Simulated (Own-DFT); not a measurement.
Simulation results for InGa₃P₄ (zincblende random alloy, strained, atoms displaced)

All values are calculated (Own-DFT development build). A calculation, not a measurement: plane-wave PBE density functional theory by an unreviewed code, no spin, of a simulated periodic cell, stress positive in tension, free energy of the whole cell less one offset for each atom, forces on such cells passed a denser k mesh, this cell's mesh not checked; offsets are fitted by least squares, one for each functional and potential file, so energies compare only between cells with the same atoms and settings and are not formation energies; the far tail of each file's local potential was reset to the Coulomb form; each entry is a single point on an unrelaxed cell, so the pressure reflects the starting lattice, mostly measured values, from which strain is counted, and rises with the displacements; printed positions are rounded, which can move forces by about a meV/angstrom; the program is a retired in-house code; no spin-orbit coupling.

Common to all runs: functional PBE; potential files PseudoDojo norm-conserving, scalar-relativistic, standard set; wave cutoff 42 hartree; occupations Fermi-Dirac; smearing width 0.1 eV; k mesh 3 x 3 x 3 centred on Gamma.

```yaml
- entry: 1
  formula: InGa3P4
  kind: "zincblende random alloy, strained, atoms displaced"
  structure:
    cell_angstrom: [[11.3066, 0.0, 0.0], [0.0, 11.3066, 0.0], [0.0, 0.0, 10.9332]]
    atoms_fractional:
      - [In, 0.99409, 0.99866, 0.99823]
      - [Ga, 0.99979, 0.24063, 0.2509]
      - [Ga, 0.25305, 0.00184, 0.2407]
      - [Ga, 0.24842, 0.25312, 0.99995]
      - [P, 0.11927, 0.12995, 0.12185]
      - [P, 0.12161, 0.37863, 0.37752]
      - [P, 0.37647, 0.1248, 0.36808]
      - [P, 0.37083, 0.37474, 0.11996]
      - [Ga, 0.99652, 0.99137, 0.49688]
      - [In, 0.99426, 0.24534, 0.75789]
      - [Ga, 0.24346, 0.00601, 0.75125]
      - [Ga, 0.25153, 0.24602, 0.50755]
      - [P, 0.12892, 0.12724, 0.62445]
      - [P, 0.12636, 0.37468, 0.8727]
      - [P, 0.37317, 0.1179, 0.88164]
      - [P, 0.36911, 0.37366, 0.62967]
      - [In, 0.99643, 0.49416, 0.99386]
      - [Ga, 0.9972, 0.75102, 0.24549]
      - [Ga, 0.25251, 0.50402, 0.25305]
      - [Ga, 0.24648, 0.75989, 0.00082]
      - [P, 0.12208, 0.62279, 0.12542]
      - [P, 0.12045, 0.88261, 0.37435]
      - [P, 0.36775, 0.62741, 0.37457]
      - [P, 0.38104, 0.86972, 0.12359]
      - [Ga, 0.00027, 0.50142, 0.50097]
      - [Ga, 0.00203, 0.7462, 0.75484]
      - [Ga, 0.24985, 0.49911, 0.74136]
      - [In, 0.24202, 0.74801, 0.49695]
      - [P, 0.11743, 0.62309, 0.62229]
      - [P, 0.12774, 0.87237, 0.88132]
      - [P, 0.37432, 0.62929, 0.88336]
      - [P, 0.3774, 0.87248, 0.6205]
      - [Ga, 0.50493, 0.00085, 0.00963]
      - [Ga, 0.49901, 0.24562, 0.24513]
      - [In, 0.74851, 0.99909, 0.24403]
      - [Ga, 0.74886, 0.25267, 0.98726]
      - [P, 0.63077, 0.13077, 0.12706]
      - [P, 0.6189, 0.37881, 0.38146]
      - [P, 0.87311, 0.1265, 0.37893]
      - [P, 0.86978, 0.37528, 0.12484]
      - [Ga, 0.50362, 0.99509, 0.50558]
      - [Ga, 0.49996, 0.25018, 0.74925]
      - [In, 0.74755, 0.99233, 0.75216]
      - [Ga, 0.75723, 0.24823, 0.50152]
      - [P, 0.62601, 0.11974, 0.62359]
      - [P, 0.62042, 0.38011, 0.86745]
      - [P, 0.87353, 0.12418, 0.86738]
      - [P, 0.86649, 0.37788, 0.63001]
      - [In, 0.50432, 0.50201, 0.00113]
      - [Ga, 0.50065, 0.74682, 0.24478]
      - [Ga, 0.75063, 0.50143, 0.25088]
      - [Ga, 0.75566, 0.74376, 0.99443]
      - [P, 0.62945, 0.62887, 0.12736]
      - [P, 0.62653, 0.87307, 0.37397]
      - [P, 0.87607, 0.63039, 0.36441]
      - [P, 0.88286, 0.88086, 0.1235]
      - [Ga, 0.49998, 0.50409, 0.50045]
      - [Ga, 0.50306, 0.75271, 0.74788]
      - [Ga, 0.75421, 0.50028, 0.75056]
      - [In, 0.74642, 0.74781, 0.50936]
      - [P, 0.62869, 0.62408, 0.63278]
      - [P, 0.62084, 0.87339, 0.86589]
      - [P, 0.87166, 0.61526, 0.87992]
      - [P, 0.87519, 0.87224, 0.63063]
  results:
    "free_energy_of_cell_above_offsets [eV]": "-30.008"
    "pressure [GPa]": 2.6
    "stress_xx [GPa]": -2.08
    "stress_yy [GPa]": -2.01
    "stress_zz [GPa]": -3.71
    "stress_yz [GPa]": 0.19
    "stress_xz [GPa]": 0.65
    "stress_xy [GPa]": -0.06
    force_element: [In, Ga, Ga, Ga, P, P, P, P, Ga, In, Ga, Ga, P, P, P, P, In, Ga, Ga, Ga, P, P, P, P, Ga, Ga, Ga, In, P, P, P, P, Ga, Ga, In, Ga, P, P, P, P, Ga, Ga, In, Ga, P, P, P, P, In, Ga, Ga, Ga, P, P, P, P, Ga, Ga, Ga, In, P, P, P, P]
    "force_x [eV/angstrom]": [1.138, -0.253, -0.223, -0.006, 1.361, 0.387, -0.065, -0.276, -0.037, 1.342, 0.767, 0.086, -0.496, 1.704, 0.242, 0.956, 0.971, 0.689, -0.537, 0.537, 0.909, -0.223, 1.978, -0.497, -0.861, -0.221, -0.213, -0.04, -0.29, 0.059, -1.036, 0.05, -0.032, -0.198, 0.343, -0.08, -1.097, 0.679, 0.907, -0.61, -0.325, -0.279, 0.207, -1.121, -0.693, 1.272, -1.914, 0.558, -0.354, 0.042, -0.274, -0.573, 0.776, -1.697, 0.299, -1.518, -0.452, -0.96, -0.8, 0.714, -1.586, -0.71, -0.671, 2.241]
    "force_y [eV/angstrom]": [1.093, 1.176, 0.076, -0.283, 0.178, -0.686, -0.277, -0.547, 0.922, 1.358, -0.766, 0.47, -1.154, -0.086, 0.63, 0.0, -0.276, 0.149, -0.637, -1.366, 1.092, 0.057, -0.944, 0.604, -0.221, -0.023, 0.609, 0.842, -0.617, -0.055, 0.833, 0.768, -0.072, 0.877, -0.162, 0.232, 0.89, -0.565, 0.004, -1.408, 0.27, -0.503, 0.942, 0.451, 1.425, -1.269, -0.272, 0.305, 0.088, 0.073, -0.218, 0.944, 0.425, -0.109, -0.957, -3.017, -0.023, -0.611, -0.028, -0.005, -1.23, -1.115, 1.954, -0.233]
    "force_z [eV/angstrom]": [-0.842, 0.34, 0.362, -0.185, 0.442, -0.098, 0.822, 1.302, 0.641, -1.691, -0.019, -1.16, -0.571, -0.35, -0.169, -0.649, 1.315, 0.072, -0.394, 0.55, 0.404, -1.52, -0.868, 0.114, -0.518, 0.122, 1.046, 0.316, 1.307, -1.756, -1.772, 1.157, -0.602, 0.337, 0.875, 0.505, -1.655, -0.709, 0.354, 0.758, -0.952, 0.05, -0.481, 0.14, -0.635, -0.641, 1.998, -1.152, 0.361, 0.835, 0.227, 0.429, 0.43, 0.068, 0.667, 0.464, 0.403, 0.084, 0.096, -1.334, 0.683, 2.702, -1.788, -0.269]
- entry: 2
  formula: InGa3P4
  kind: "zincblende random alloy, strained, atoms displaced"
  structure:
    cell_angstrom: [[11.3066, 0.0, 0.0], [0.0, 11.3066, 0.0], [0.0, 0.0, 10.9332]]
    atoms_fractional:
      - [Ga, 0.99595, 0.00271, 0.00128]
      - [In, 0.00286, 0.25039, 0.24626]
      - [Ga, 0.25201, 0.99627, 0.25173]
      - [Ga, 0.25418, 0.24827, 0.99959]
      - [P, 0.12421, 0.11694, 0.1242]
      - [P, 0.12567, 0.37887, 0.3767]
      - [P, 0.37603, 0.12957, 0.3754]
      - [P, 0.37023, 0.37487, 0.13052]
      - [Ga, 0.9979, 0.99537, 0.49597]
      - [In, 0.00981, 0.25369, 0.74256]
      - [Ga, 0.24705, 0.00276, 0.74906]
      - [Ga, 0.2491, 0.24238, 0.501]
      - [P, 0.12559, 0.12134, 0.62564]
      - [P, 0.12695, 0.37406, 0.87741]
      - [P, 0.37304, 0.12233, 0.87381]
      - [P, 0.36601, 0.37324, 0.62329]
      - [In, 0.00637, 0.4983, 0.99748]
      - [Ga, 0.00258, 0.74788, 0.24588]
      - [In, 0.24525, 0.50325, 0.24364]
      - [Ga, 0.24364, 0.7464, 0.99686]
      - [P, 0.11737, 0.63611, 0.12361]
      - [P, 0.12423, 0.86974, 0.37264]
      - [P, 0.37684, 0.62012, 0.36499]
      - [P, 0.37767, 0.87481, 0.12743]
      - [Ga, 0.00146, 0.50198, 0.50209]
      - [In, 0.0005, 0.75127, 0.74937]
      - [Ga, 0.25311, 0.49875, 0.75171]
      - [Ga, 0.2505, 0.74888, 0.49526]
      - [P, 0.12872, 0.62819, 0.62567]
      - [P, 0.12862, 0.87481, 0.87428]
      - [P, 0.3776, 0.62486, 0.87739]
      - [P, 0.36901, 0.88106, 0.62637]
      - [In, 0.49866, 0.99846, 0.99163]
      - [Ga, 0.50449, 0.25122, 0.25342]
      - [Ga, 0.74751, 0.99912, 0.2541]
      - [Ga, 0.74225, 0.25493, 0.99637]
      - [P, 0.62937, 0.13042, 0.11642]
      - [P, 0.62505, 0.37744, 0.38128]
      - [P, 0.88376, 0.11899, 0.37235]
      - [P, 0.87388, 0.37448, 0.12043]
      - [Ga, 0.49513, 0.99923, 0.49693]
      - [In, 0.49805, 0.25031, 0.74815]
      - [Ga, 0.74885, 0.99195, 0.74851]
      - [Ga, 0.75519, 0.25709, 0.50567]
      - [P, 0.63828, 0.12059, 0.62135]
      - [P, 0.62603, 0.38003, 0.88736]
      - [P, 0.87004, 0.12953, 0.87687]
      - [P, 0.87199, 0.37587, 0.62488]
      - [Ga, 0.50427, 0.50177, 0.00052]
      - [Ga, 0.50093, 0.75107, 0.25477]
      - [Ga, 0.75403, 0.49614, 0.25005]
      - [Ga, 0.74818, 0.75027, 0.0016]
      - [P, 0.6274, 0.61831, 0.13155]
      - [P, 0.62324, 0.87862, 0.36533]
      - [P, 0.8772, 0.61839, 0.37446]
      - [P, 0.87626, 0.87678, 0.11421]
      - [Ga, 0.50135, 0.4995, 0.49782]
      - [Ga, 0.49922, 0.74112, 0.75506]
      - [In, 0.75124, 0.50169, 0.75052]
      - [Ga, 0.7358, 0.74701, 0.49978]
      - [P, 0.62942, 0.62721, 0.61972]
      - [P, 0.61763, 0.8803, 0.87456]
      - [P, 0.87317, 0.62389, 0.86669]
      - [P, 0.87283, 0.87953, 0.61672]
  results:
    "free_energy_of_cell_above_offsets [eV]": "-30.890"
    "pressure [GPa]": 2.37
    "stress_xx [GPa]": -1.71
    "stress_yy [GPa]": -1.86
    "stress_zz [GPa]": -3.54
    "stress_yz [GPa]": -0.26
    "stress_xz [GPa]": 0.4
    "stress_xy [GPa]": 0.19
    force_element: [Ga, In, Ga, Ga, P, P, P, P, Ga, In, Ga, Ga, P, P, P, P, In, Ga, In, Ga, P, P, P, P, Ga, In, Ga, Ga, P, P, P, P, In, Ga, Ga, Ga, P, P, P, P, Ga, In, Ga, Ga, P, P, P, P, Ga, Ga, Ga, Ga, P, P, P, P, Ga, Ga, In, Ga, P, P, P, P]
    "force_x [eV/angstrom]": [0.287, 0.014, -0.044, -0.244, 1.288, -0.126, -0.045, 1.662, 0.485, -1.323, 0.114, -0.259, 0.697, 2.362, -1.8, 0.153, -1.175, -1.236, -0.659, 0.772, 0.843, 0.053, 0.963, -0.954, 0.1, -0.313, -0.265, 0.379, 0.806, 0.255, -0.399, 0.602, -0.575, -0.005, 0.779, 1.179, -0.066, 0.445, -1.644, -1.43, 0.491, 0.917, 0.396, -0.152, -0.698, -0.699, -0.175, 0.937, -0.653, -0.081, 0.004, -0.146, -0.12, -0.312, -0.289, -0.414, -0.622, 0.128, -0.937, 1.55, -2.122, 2.167, -0.029, -0.814]
    "force_y [eV/angstrom]": [0.085, 0.128, 0.13, -0.285, -0.205, -0.522, -0.497, -1.108, 0.13, -0.298, -0.224, 0.566, -1.217, -0.186, 0.593, 0.92, 0.746, 0.789, 0.235, 0.709, 0.235, 0.295, 1.38, -1.08, -0.117, 0.616, 0.203, -0.071, -1.248, 1.186, -0.468, -0.918, 0.878, 0.035, 0.558, -0.304, 0.034, -0.417, -0.035, -0.074, 0.208, -0.054, 0.588, -1.065, -0.132, -0.146, -0.721, 0.241, -0.033, -0.313, -0.165, -0.243, 0.843, -0.42, 0.863, -0.403, 0.198, 1.062, -0.649, 1.024, -0.065, -2.667, 1.276, -0.402]
    "force_z [eV/angstrom]": [-0.666, 0.084, -0.076, 0.299, -0.738, 1.552, -0.256, -1.528, 0.03, 0.708, 0.305, -0.25, -1.503, -0.318, -0.385, -0.758, 0.186, 0.546, 0.055, 0.331, -0.433, 0.089, 1.82, 0.381, 0.073, -0.463, -0.062, 0.086, -0.783, 0.75, 0.182, -0.209, 1.843, -0.374, -1.045, 0.438, 1.634, -0.473, 0.845, 0.087, 0.265, -0.116, 0.203, -0.868, -0.385, -0.584, -0.074, -1.261, 0.82, -0.747, 0.136, -0.329, -0.284, 1.147, 0.016, 1.279, 0.208, -0.751, -0.172, -1.092, 0.229, -1.671, 2.143, -0.117]
- entry: 3
  formula: InGa3P4
  kind: "zincblende random alloy, strained, atoms displaced"
  structure:
    cell_angstrom: [[11.3066, 0.0, 0.0], [0.0, 11.3066, 0.0], [0.0, 0.0, 10.9332]]
    atoms_fractional:
      - [Ga, 0.00307, 0.00103, 0.00372]
      - [Ga, 0.99916, 0.2516, 0.2513]
      - [Ga, 0.24692, 0.00517, 0.2462]
      - [Ga, 0.25341, 0.25425, 0.00072]
      - [P, 0.1241, 0.12527, 0.12149]
      - [P, 0.12518, 0.38041, 0.37927]
      - [P, 0.3695, 0.12551, 0.38119]
      - [P, 0.37232, 0.37937, 0.12853]
      - [Ga, 0.00333, 0.00666, 0.49782]
      - [Ga, 0.99978, 0.25433, 0.75634]
      - [Ga, 0.24973, 0.9978, 0.74261]
      - [Ga, 0.25207, 0.2526, 0.49747]
      - [P, 0.12483, 0.1172, 0.62812]
      - [P, 0.12223, 0.37397, 0.87338]
      - [P, 0.37139, 0.12535, 0.87917]
      - [P, 0.37498, 0.37127, 0.62428]
      - [Ga, 0.00869, 0.49526, 0.99174]
      - [In, 7.0e-05, 0.75329, 0.24548]
      - [Ga, 0.24744, 0.50142, 0.24702]
      - [Ga, 0.24915, 0.75311, 0.0082]
      - [P, 0.12739, 0.62112, 0.12247]
      - [P, 0.12577, 0.87551, 0.37627]
      - [P, 0.37899, 0.62531, 0.37634]
      - [P, 0.37256, 0.87669, 0.12398]
      - [In, 0.9932, 0.50359, 0.49647]
      - [Ga, 0.00844, 0.74933, 0.75043]
      - [Ga, 0.24954, 0.49806, 0.74586]
      - [Ga, 0.25101, 0.749, 0.49341]
      - [P, 0.1219, 0.62224, 0.62131]
      - [P, 0.12785, 0.87504, 0.86767]
      - [P, 0.36757, 0.62178, 0.87886]
      - [P, 0.38064, 0.87822, 0.62093]
      - [In, 0.50287, 0.99483, 0.99761]
      - [Ga, 0.50483, 0.24349, 0.25195]
      - [In, 0.75235, 0.00662, 0.24971]
      - [In, 0.75107, 0.24763, 0.00017]
      - [P, 0.62206, 0.12509, 0.12164]
      - [P, 0.62559, 0.37695, 0.36928]
      - [P, 0.87595, 0.12254, 0.38227]
      - [P, 0.87027, 0.37514, 0.12767]
      - [Ga, 0.49873, 0.9959, 0.50775]
      - [Ga, 0.50463, 0.24661, 0.74709]
      - [Ga, 0.75475, 0.99884, 0.75226]
      - [Ga, 0.75283, 0.24041, 0.50482]
      - [P, 0.63428, 0.11771, 0.62192]
      - [P, 0.62419, 0.37778, 0.87754]
      - [P, 0.87387, 0.13334, 0.87266]
      - [P, 0.88361, 0.36753, 0.62108]
      - [Ga, 0.50294, 0.49937, 0.00151]
      - [Ga, 0.50351, 0.75666, 0.25135]
      - [Ga, 0.75248, 0.50097, 0.25032]
      - [In, 0.74939, 0.74813, 0.99414]
      - [P, 0.62465, 0.6301, 0.12423]
      - [P, 0.61769, 0.87251, 0.38013]
      - [P, 0.8711, 0.62459, 0.37564]
      - [P, 0.87389, 0.88253, 0.12408]
      - [Ga, 0.50197, 0.49844, 0.50116]
      - [In, 0.50267, 0.75003, 0.75082]
      - [Ga, 0.741, 0.50531, 0.74765]
      - [In, 0.74638, 0.75385, 0.5007]
      - [P, 0.62346, 0.627, 0.63057]
      - [P, 0.62402, 0.87557, 0.87463]
      - [P, 0.87719, 0.63058, 0.88358]
      - [P, 0.87499, 0.88182, 0.62817]
  results:
    "free_energy_of_cell_above_offsets [eV]": "-30.649"
    "pressure [GPa]": 2.5
    "stress_xx [GPa]": -1.92
    "stress_yy [GPa]": -1.88
    "stress_zz [GPa]": -3.72
    "stress_yz [GPa]": -0.55
    "stress_xz [GPa]": 0.12
    "stress_xy [GPa]": 0.61
    force_element: [Ga, Ga, Ga, Ga, P, P, P, P, Ga, Ga, Ga, Ga, P, P, P, P, Ga, In, Ga, Ga, P, P, P, P, In, Ga, Ga, Ga, P, P, P, P, In, Ga, In, In, P, P, P, P, Ga, Ga, Ga, Ga, P, P, P, P, Ga, Ga, Ga, In, P, P, P, P, Ga, In, Ga, In, P, P, P, P]
    "force_x [eV/angstrom]": [-0.24, 0.082, 0.178, -0.216, 0.091, 0.922, 0.844, 0.628, -0.014, 0.19, 0.511, -0.653, 0.008, 1.009, -0.366, 0.311, -1.046, -0.071, 0.338, -0.136, 0.211, 0.687, -0.158, -0.591, 0.296, -0.793, -0.053, 0.116, 1.41, 0.091, -0.056, -1.686, -0.876, -0.845, -0.884, -0.479, -0.676, 0.258, 1.041, 1.628, 0.244, -0.226, -0.056, 0.037, -0.978, -0.672, 1.34, -1.96, -0.628, -0.706, -0.403, -0.172, -0.843, -0.822, -0.98, 0.663, -0.092, -1.508, 1.267, 0.631, 0.236, 1.568, 1.779, 1.267]
    "force_y [eV/angstrom]": [-0.002, 0.068, -0.284, 0.01, 0.599, -1.272, -0.339, -0.574, -0.803, -0.682, 0.063, -0.159, 1.441, -0.198, 0.6, 0.203, 0.528, -0.454, 0.001, -0.315, -0.332, 0.959, -0.06, -0.712, -0.406, 0.008, 0.102, 0.059, 1.187, 0.127, -0.244, -0.211, 0.683, 0.489, -0.497, 0.701, 0.617, -0.509, 1.259, 0.954, 0.865, -0.044, 0.204, 1.115, 0.171, 0.462, -1.989, -0.315, 0.246, -0.603, 0.215, 1.098, -1.156, 1.273, 0.261, 0.04, -0.056, -0.146, -0.693, -0.238, -1.946, 0.796, -2.089, -0.077]
    "force_z [eV/angstrom]": [-0.962, 0.204, 0.45, 0.079, 0.291, -1.362, -0.609, -0.093, 0.473, -0.74, 0.501, 0.458, -0.238, -0.204, -1.39, 0.071, 0.911, 0.147, 0.606, -0.837, -0.585, 0.427, -0.419, 1.3, 0.276, -0.116, 0.164, 0.479, 0.91, 1.028, 0.412, -0.011, 0.196, 0.088, 0.607, 0.153, 1.076, 0.777, 0.037, 0.476, -0.889, 0.273, 0.238, -0.414, 0.592, -1.072, -0.648, 1.296, 0.077, -0.208, -0.169, 1.095, 1.121, -0.849, -1.426, -1.178, -0.025, 0.586, 0.515, 0.542, -1.156, -1.248, -2.353, 0.265]
- entry: 4
  formula: InGa3P4
  kind: "zincblende random alloy, strained, atoms displaced"
  structure:
    cell_angstrom: [[11.3066, 0.0, 0.0], [0.0, 11.3066, 0.0], [0.0, 0.0, 10.9332]]
    atoms_fractional:
      - [In, 0.0068, 0.99393, 0.00361]
      - [Ga, 0.00067, 0.25389, 0.25057]
      - [Ga, 0.24998, 0.99689, 0.24954]
      - [Ga, 0.25008, 0.24196, 0.00195]
      - [P, 0.12372, 0.1256, 0.12413]
      - [P, 0.13044, 0.37296, 0.37591]
      - [P, 0.37637, 0.12993, 0.37678]
      - [P, 0.36715, 0.37432, 0.12563]
      - [Ga, 0.00018, 0.99294, 0.50357]
      - [Ga, 0.99848, 0.25634, 0.74843]
      - [Ga, 0.25364, 0.99522, 0.74964]
      - [Ga, 0.24653, 0.25699, 0.50422]
      - [P, 0.121, 0.11841, 0.63016]
      - [P, 0.12843, 0.37306, 0.87579]
      - [P, 0.37271, 0.12676, 0.88552]
      - [P, 0.37646, 0.37474, 0.63136]
      - [In, 0.9915, 0.49452, 0.00052]
      - [Ga, 0.00165, 0.73958, 0.24907]
      - [Ga, 0.25371, 0.49892, 0.24652]
      - [Ga, 0.2507, 0.75132, 0.00157]
      - [P, 0.13154, 0.62119, 0.12243]
      - [P, 0.12494, 0.88474, 0.37864]
      - [P, 0.37803, 0.63012, 0.3722]
      - [P, 0.38268, 0.87422, 0.11945]
      - [In, 0.99816, 0.49479, 0.49531]
      - [Ga, 0.99967, 0.75247, 0.74491]
      - [In, 0.25314, 0.49898, 0.75349]
      - [In, 0.25531, 0.74723, 0.49838]
      - [P, 0.12594, 0.62204, 0.6281]
      - [P, 0.12056, 0.86596, 0.87697]
      - [P, 0.37687, 0.62777, 0.87635]
      - [P, 0.37652, 0.87554, 0.61886]
      - [Ga, 0.50215, 0.00516, 0.99545]
      - [Ga, 0.4986, 0.26215, 0.24648]
      - [In, 0.7559, 0.99386, 0.25395]
      - [In, 0.75152, 0.25717, 0.99199]
      - [P, 0.63049, 0.11979, 0.1254]
      - [P, 0.62885, 0.37334, 0.37658]
      - [P, 0.8715, 0.12131, 0.37164]
      - [P, 0.88133, 0.37667, 0.12081]
      - [Ga, 0.50457, 0.99629, 0.50445]
      - [Ga, 0.50426, 0.24564, 0.74537]
      - [Ga, 0.75632, 0.00145, 0.75049]
      - [Ga, 0.75658, 0.2452, 0.49871]
      - [P, 0.62772, 0.12563, 0.63533]
      - [P, 0.62734, 0.3737, 0.87607]
      - [P, 0.87271, 0.13514, 0.86769]
      - [P, 0.87756, 0.37983, 0.61943]
      - [Ga, 0.49855, 0.5044, 0.00577]
      - [Ga, 0.49993, 0.74748, 0.25742]
      - [In, 0.75222, 0.49268, 0.24164]
      - [Ga, 0.75347, 0.74413, 0.00233]
      - [P, 0.62504, 0.62517, 0.12982]
      - [P, 0.62797, 0.87266, 0.37678]
      - [P, 0.88306, 0.61721, 0.37998]
      - [P, 0.88437, 0.87008, 0.12318]
      - [Ga, 0.49915, 0.49354, 0.50548]
      - [Ga, 0.49713, 0.74907, 0.74933]
      - [Ga, 0.74424, 0.509, 0.74908]
      - [Ga, 0.75696, 0.75534, 0.49882]
      - [P, 0.62862, 0.62541, 0.61986]
      - [P, 0.62276, 0.8789, 0.87332]
      - [P, 0.86706, 0.62611, 0.88697]
      - [P, 0.87815, 0.87789, 0.62822]
  results:
    "free_energy_of_cell_above_offsets [eV]": "-29.585"
    "pressure [GPa]": 2.72
    "stress_xx [GPa]": -2.15
    "stress_yy [GPa]": -2.12
    "stress_zz [GPa]": -3.9
    "stress_yz [GPa]": 0.23
    "stress_xz [GPa]": 0.58
    "stress_xy [GPa]": 0.37
    force_element: [In, Ga, Ga, Ga, P, P, P, P, Ga, Ga, Ga, Ga, P, P, P, P, In, Ga, Ga, Ga, P, P, P, P, In, Ga, In, In, P, P, P, P, Ga, Ga, In, In, P, P, P, P, Ga, Ga, Ga, Ga, P, P, P, P, Ga, Ga, In, Ga, P, P, P, P, Ga, Ga, Ga, Ga, P, P, P, P]
    "force_x [eV/angstrom]": [-0.822, 0.138, 0.541, -0.563, 0.98, 0.544, 0.068, 0.734, -0.018, 0.309, -0.281, 0.435, 0.314, -0.423, 0.432, 0.903, 2.364, 0.474, -0.21, 0.278, 0.175, -0.545, 0.753, -0.462, 1.984, -0.054, -0.173, -1.411, -0.978, 1.663, 0.745, 0.979, 0.305, 0.303, -0.502, 0.014, -1.568, -0.933, 2.108, -0.246, -0.013, -0.546, -0.458, -0.531, 0.381, -2.181, 1.266, -1.828, 0.037, 0.426, -0.062, -1.082, -0.853, -0.995, -1.781, -1.065, 0.332, 0.5, 0.399, -0.042, -0.511, 0.592, 0.078, -0.417]
    "force_y [eV/angstrom]": [1.34, -0.519, 0.566, 0.751, 0.846, -0.383, -0.216, 0.109, 1.065, -0.287, 0.131, -1.237, 0.723, -1.603, -0.374, -1.17, 1.372, 0.53, 0.337, -0.119, 0.589, -0.835, -2.352, 0.07, 0.034, -0.784, 0.382, 0.384, 0.886, -0.452, 0.71, 0.755, -0.192, -1.195, -0.542, -1.244, 0.938, -0.725, 1.477, -2.686, 0.873, 0.454, 0.05, 0.217, -0.556, 2.111, -1.515, -1.519, -0.358, 0.557, 0.751, 1.283, 0.995, -0.849, 2.89, -1.995, 0.434, 0.266, -0.638, -0.626, 0.439, -0.523, 0.498, -0.321]
    "force_z [eV/angstrom]": [-1.15, 0.059, -0.041, 0.166, 1.345, -1.171, -0.023, -0.585, -0.224, -0.21, 0.392, 0.179, -0.2, 0.315, -1.529, -1.214, -1.165, 0.297, 0.499, -0.023, 0.632, -1.096, -0.517, 0.624, 0.744, 0.612, 0.326, 0.085, 0.142, -1.365, 0.921, 1.604, 0.526, 0.352, -1.198, 1.513, -0.245, 0.82, 1.602, 2.028, -0.329, 1.09, 0.451, 0.36, -1.346, -1.615, -0.717, 1.904, -0.384, -0.815, 1.134, 0.469, -0.807, 0.939, -1.637, 0.67, -0.567, -0.161, 0.275, 0.037, 0.077, -0.003, -2.62, -0.231]
```
